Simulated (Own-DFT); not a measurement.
# Misfit strain and the stress it brings: wurtzite AlGaN with randomly placed atoms, 72 atoms (Al27Ga9N36)

No measurement is shown. These are fixed-geometry runs of a retired plane-wave code named Own-DFT, which no person has reviewed; spin and spin-orbit coupling are neglected.

Common settings: PBE; PseudoDojo norm-conserving scalar-relativistic files; cutoff 42 hartree; 4 x 4 x 3 k mesh centred on Gamma; Fermi-Dirac smearing of 0.1 eV.

Known weak points: forces on such cells passed a denser k mesh, each cell not checked; stress not checked against mesh or cutoff.

Unstrained cell vectors in Å: (9.394, 0.000, 0.000); (-4.697, 8.135, 0.000); (0.000, 0.000, 10.066). The unstrained cell has measured lattice constants (interpolated for alloys), not those of this functional. That, the random moves and any unrelaxed bonds set the pressure at no strain. Each run strains x and y alike by e, as a substrate would, and holds the height along z. All atoms carry random offsets, Gaussian with a width of 0.05 Å per axis. The random placing of the alloy's atoms differs from row to row. Stress is positive in tension.

```
e (%)  u (Å)  (s_xx + s_yy)/2 (GPa)  s_zz (GPa)
-1.75  0.050                 -16.65      -10.05
-0.75  0.055                      ?           ?
-0.50  0.048                  -9.66       -6.02
-0.25  0.050                  -8.05       -6.60
 0.25  0.053                  -5.40       -6.80
 0.50  0.050                  -3.00       -6.98
 0.75  0.052                  -4.12       -4.65
 1.00  0.051                  -1.58       -4.39
 2.00  0.050                   4.15       -4.21
 2.50  0.049                   5.79       -1.93
```

## Analysis

With e as a fraction, the in-plane stress is -6.8 + 542 e - 1157 e² GPa (errors 24 and 1415, scatter 0.75), and s_zz is -6.6 + 164 e GPa (slope ± 26, scatter 0.94). At e = 0 the first slope is C11 + C12 and the second 2 C13, both with the ions held to the strained lattice and at the cell's own pressure. A free layer would change its height as e changes, and the in-plane slope would drop by 2 C13²/C33 to the biaxial modulus. At fixed height, a misfit of 1 % moves the in-plane stress by about 5.4 GPa and s_zz by 1.6 GPa.

## The run left out

Question: what are the two stresses at e = -0.75 %?

The fit gives -10.9 and -7.8 GPa. The hidden result is -12.81 and -5.90 GPa.
